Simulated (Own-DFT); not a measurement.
# What random displacements cost in monoclinic HfO2, 96 atoms (Hf32O64)

These are calculations, not measurements. They come from Own-DFT, an in-house plane-wave density functional program, since retired, whose code no person has reviewed. Each row is one single-point run on a periodic cell that was not relaxed, without spin or spin-orbit coupling.

Settings of every run: PBEsol; PseudoDojo norm-conserving scalar-relativistic files, made for PBE; cutoff 72 hartree; 2 x 2 x 2 k mesh centred on Gamma; Fermi-Dirac smearing of 0.1 eV.

Known limits: hafnium file: forces about 75 meV/angstrom off all-electron values; oxygen file: force components 24 meV/angstrom off all-electron in a glass; forces on such cells passed a denser k mesh, each cell not checked; stress not checked against mesh or cutoff.

Cell vectors in Å: (10.234, 0.000, 0.000); (0.000, 10.350, 0.000); (-1.696, 0.000, 10.445). In each run every atom was moved at random and independently from its ideal site; u is the rms move along one axis. E is the free energy for each atom above the fitted value at u = 0, and F the rms of the force components.

| run | u (Å) | E (meV/atom) | F (eV/Å) | largest force (eV/Å) | P (GPa) |
|---|---|---|---|---|---|
| 1 | 0.0206 | 11.4 | 0.449 | 1.72 | -2.52 |
| 2 | 0.0211 | 12.2 | 0.459 | 1.60 | -2.38 |
| 3 | 0.0478 | 54.9 | 1.014 | 4.63 | -0.58 |
| 4 | 0.0509 | 66.4 | 1.187 | 5.29 | -0.21 |
| 5 | 0.0737 | 149.4 | 1.995 | 12.69 | 3.03 |
| 6 | 0.0780 | ? | ? | ? | ? |
| 7 | 0.0808 | 180.3 | 1.986 | 9.23 | 3.88 |
| 8 | 0.1158 | 339.3 | 2.831 | 14.30 | 9.29 |

## Worked fit

For small independent moves the energy grows as E = (3/2) K u², with K the mean stiffness felt by one atom. The runs with u up to 0.11 Å give K = 17.7 ± 0.6 eV/Å², with residuals divided by u² + 0.0006 Å², since the noise grows with the moves. The scatter is 3.9 meV/atom at u = 0.05 Å. The forces follow F = G u with G = 23.4 eV/Å²; no force at u = 0 is resolved. G exceeds K because the moves of its neighbours add to the force on an atom, and stiffness differs between atoms. The pressure follows P = -2.93 + 1063 u² GPa: at fixed volume, shortened bonds push harder than stretched ones pull.

## Withheld run

Question: what energy and rms force should run 6 give?

The fit gives 161 ± 10 meV/atom and about 1.83 eV/Å. The calculation gave 144.0 meV/atom and 1.590 eV/Å.
